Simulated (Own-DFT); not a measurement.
# How strain changes the stress of diamond silicon, 64 atoms (Si64)

These are calculations, not measurements. The program, named Own-DFT, is a retired in-house plane-wave density functional code that no person has reviewed. Each row is one single-point run on a periodic cell that was not relaxed, without spin or spin-orbit coupling.

Settings of every run: PBE; PseudoDojo norm-conserving scalar-relativistic files; cutoff 20 hartree; 3 x 3 x 3 k mesh centred on Gamma; Fermi-Dirac smearing of 0.1 eV.

Known limits: k mesh not checked against a denser one; stress not checked against mesh or cutoff.

Unstrained cell vectors in Å: (10.862, 0.000, 0.000); (0.000, 10.862, 0.000); (0.000, 0.000, 10.862). The unstrained cell has measured lattice constants (interpolated for alloys), not those of this functional. That, the random moves and any unrelaxed bonds set the pressure at no strain. Each run strains this cell uniformly, with the atoms carried along. Every atom was also moved at random, by a Gaussian of width 0.05 Å on each axis. Strain is the symmetric tensor, in per cent. Stress is positive in tension, and the pressure is minus a third of its trace.

```
run,e_xx (%),e_yy (%),e_zz (%),e_yz (%),e_xz (%),e_xy (%),s_xx (GPa),s_yy (GPa),s_zz (GPa),s_yz (GPa),s_xz (GPa),s_xy (GPa),P (GPa),E (meV/atom)
1,0.75,-1.70,0.62,0.79,0.16,-0.82,-2.09,-4.37,-2.39,1.96,1.56,-2.60,2.95,11.8
2,1.26,-1.76,-0.80,1.13,-1.75,-0.49,-2.60,-5.19,-4.43,1.47,-4.97,-0.33,4.07,29.8
3,0.13,1.17,-0.94,0.04,-0.88,-0.79,-2.18,-1.28,-3.11,-0.33,-1.59,-1.78,2.19,8.9
4,0.09,1.44,-1.28,-1.56,-0.74,0.52,-2.23,-1.10,-3.53,-3.38,-1.47,0.58,2.29,6.2
5,0.43,-1.32,-0.58,-0.79,-0.75,1.27,-3.33,-4.88,-4.20,-2.13,-1.00,2.88,4.14,17.7
6,-1.59,1.31,0.34,1.23,-1.22,-1.26,-4.05,-1.49,-2.44,2.19,-2.52,-2.23,2.66,20.7
7,-1.03,-0.93,0.73,0.03,-0.13,-0.18,-4.21,-3.98,-2.59,0.60,0.30,-0.20,3.60,0.0
8,0.38,0.40,0.10,-0.79,-0.80,-1.74,-1.78,-1.66,-2.00,-1.89,-1.67,-3.57,1.81,9.6
9,1.41,0.87,1.17,1.61,-0.47,-0.91,0.84,0.21,0.49,3.17,-0.24,-1.93,-0.51,4.2
10,-1.78,0.57,-1.25,1.54,0.16,-1.23,-6.12,-3.86,-5.70,3.29,0.43,-2.52,5.23,31.6
11,0.57,-0.34,-1.91,-0.84,-0.53,1.97,-3.25,-4.10,-5.42,-1.98,-0.24,3.51,4.26,16.6
12,0.97,0.47,-1.17,-0.81,-0.86,1.90,-1.87,-2.33,-3.59,-0.86,-2.29,4.05,2.60,21.6
13,1.68,1.31,1.46,0.62,0.96,1.58,1.31,1.02,1.21,0.78,2.56,2.62,-1.18,15.6
14,0.69,-0.23,-0.69,1.53,0.09,-0.73,-2.03,-2.98,-3.51,3.18,0.86,-1.80,2.84,11.3
15,1.80,0.02,-1.70,-1.40,0.61,-0.45,-0.98,-2.61,-4.26,-3.87,0.88,-1.38,2.62,16.1
16,0.30,0.46,1.14,-1.31,1.38,1.76,-1.19,-1.15,-0.48,-2.30,3.23,3.33,0.94,12.0
17,0.46,0.51,-0.20,0.98,0.15,1.09,?,?,?,?,?,?,?,?
```

E is the free energy for each atom above the lowest run shown.

## Worked fit

Each stress component was fitted by least squares to a constant and the strains of the runs shown, as fractions, with shears doubled. Shear strains stay in the fit of a normal stress only where such slopes are resolved. The slopes, in GPa:

| stress | at no strain | per e_xx | per e_yy | per e_zz | scatter |
|---|---|---|---|---|---|
| s_xx | -2.7 | 151 ± 5 | 63 ± 5 | 64 ± 5 | 0.19 |
| s_yy | -2.7 | 58 ± 4 | 150 ± 4 | 63 ± 4 | 0.15 |
| s_zz | -2.7 | 62 ± 4 | 64 ± 4 | 153 ± 4 | 0.17 |

Each shear stress against twice its own strain: yz 103 ± 7, xz 119 ± 12, xy 105 ± 5 GPa. These are stiffnesses along x, y and z of the frame in which the cell vectors are given, which need not be the crystal's axes. The atoms are held to the strained lattice; where symmetry lets them move under strain, relaxing them would lower some slopes. The table should be nearly symmetric about its diagonal, and what it lacks of that shows the noise. A ninth of its sum, 92 ± 2 GPa, estimates the bulk modulus near the mean pressure of these runs, 2.5 GPa, so it lies above the value at zero pressure.

## Withheld run

Question: what normal stresses and pressure should run 17 give?

The fit gives s_xx = -1.8, s_yy = -1.8, s_zz = -2.4 and P = 2.0 GPa. The calculation gave -1.66, -1.64, -2.27 and P = 1.86 GPa.
